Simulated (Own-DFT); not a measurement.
# Which defects push the lattice out? 2H SiC

No measurement is shown. These are fixed-geometry runs of a retired plane-wave code named Own-DFT, which no person has reviewed; spin and spin-orbit coupling are neglected.

Settings: PBE; PseudoDojo norm-conserving scalar-relativistic files; cutoff 42 hartree; 4 x 4 x 3 k mesh centred on Gamma; Fermi-Dirac smearing of 0.1 eV.

Known weak points (not all hold for every row): a neutral cation vacancy leaves holes that likely carry spin, which these runs leave out; not probed for a lower state with spin; forces on such cells moved up to 12 meV/angstrom on a denser k mesh; forces on such cells passed a denser k mesh, each cell not checked; stress not checked against mesh or cutoff.

All runs share one cell, with vectors in Å (9.248, 0.000, 0.000); (-4.624, 8.009, 0.000); (0.000, 0.000, 10.068) and a volume of 745.7 Å³. The atoms are randomly displaced, by u rms on each axis. The defect's site can differ from row to row.

```
                                     cell     formula   u (Å)  P (GPa)
                                no defect     C36Si36  0.0305     3.90
                                no defect     C36Si36  0.0315     3.93
                                no defect     C36Si36  0.0569     6.15
one C on a Si site and one Si on a C site     C36Si36  0.0279     7.39
one C on a Si site and one Si on a C site     C36Si36  0.0482     8.38
one C on a Si site and one Si on a C site     C36Si36  0.0508     9.09
                           one Si vacancy     C36Si35  0.0450     4.12
                           one Si vacancy     C36Si35  0.0478     4.63
                           one Si vacancy     C36Si35  0.0519     4.66
                           one Si vacancy     C36Si35  0.0533        ?
one Al on a Si site and one N on a C site  AlC35NSi35  0.0309     4.10
one Al on a Si site and one N on a C site  AlC35NSi35  0.0485     5.08
one Al on a Si site and one N on a C site  AlC35NSi35  0.0497     5.50
                       one C on a Si site     C37Si35  0.0270     1.67
                       one C on a Si site     C37Si35  0.0482     3.10
                       one C on a Si site     C37Si35  0.0529     3.57
```

## Fit

P = P0 + c u² + a shift for each defect gives P0 = 3.10 GPa, c = 905 ± 58 GPa/Å² and a scatter of 0.18 GPa. The shifts, and each times the cell's volume:

- one C on a Si site and one Si on a C site: 3.47 ± 0.15 GPa, 16.1 eV
- one Al on a Si site and one N on a C site: 0.05 ± 0.15 GPa, 0.2 eV (not resolved)
- one Si vacancy: -0.74 ± 0.15 GPa, -3.5 eV
- one C on a Si site: -2.08 ± 0.15 GPa, -9.7 eV

A positive shift means that the defect pushes the cell outwards. Shift times volume (160.2 GPa Å³ is 1 eV) depends little on the cell's size, so, taken for each site, it can be compared between cells at like pressure. The atoms around the defects weren't relaxed, which would change these numbers.

## Test on the hidden row

Question: what pressure belongs in the blank (one Si vacancy, u = 0.0533 Å)?

The fit gives 4.93 ± 0.21 GPa. The calculation gave 4.98 GPa.
